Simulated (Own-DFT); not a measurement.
# Same atoms, different arrangement: In48P48, 96 atoms

Calculated results; nothing here was measured. They come from Own-DFT, an in-house plane-wave density functional program, since retired, whose code no person has reviewed. Each row is one single-point run on a periodic cell that was not relaxed, without spin or spin-orbit coupling.

Settings of every run: PBE; PseudoDojo norm-conserving scalar-relativistic files; cutoff 36 hartree; 2 x 3 x 3 k mesh centred on Gamma; Fermi-Dirac smearing of 0.1 eV.

Known limits, some of them of some rows only: not probed for a lower state with spin; forces on such cells failed a check on a denser k mesh; forces not confirmed at this smearing and k mesh; stress not checked against mesh or cutoff.

All cells hold the same atoms in the same cell, with vectors in Å (17.606, 0.000, 0.000); (0.000, 11.737, 0.000); (0.000, 0.000, 11.737). Every atom was moved at random from its ideal site; u is the rms move along one axis. The defect's site can differ from row to row. E is the free energy of the cell above the lowest run. The arrangements:

- A: zincblende InP
- B: zincblende InP, with one In on a P site and one P on an In site, 2.5 Å apart

| arrangement | u (Å) | E (eV) | P (GPa) |
|---|---|---|---|
| A | 0.0186 | 0.000 | 3.19 |
| A | 0.0204 | 0.129 | 3.20 |
| A | 0.0208 | 0.182 | 3.21 |
| A | 0.0513 | 3.188 | 3.61 |
| A | 0.0528 | 3.647 | 3.65 |
| A | 0.0531 | 3.320 | 3.61 |
| B | 0.0294 | 4.765 | 3.52 |
| B | 0.0303 | 4.759 | 3.52 |
| B | 0.0303 | 4.965 | 3.55 |
| B | 0.0486 | 7.112 | 3.83 |
| B | 0.0508 | 7.276 | 3.84 |
| B | 0.0511 | 6.936 | 3.76 |

Question: once the cost of the random moves is taken out, how do the arrangements rank?

## Worked answer

Fit E = a + b u², with one b for all and one a for each arrangement, and with residuals divided by u², since the noise grows with the moves. Then b = 1409 eV/Å², the scatter at u = 0.04 Å is 0.14 eV, and against A:

- B: 4.03 ± 0.06 eV (higher)

These are energies of unrelaxed cells. Relaxing the atoms lowers the strained arrangements most, so the gaps would shrink and small ones could change sign.
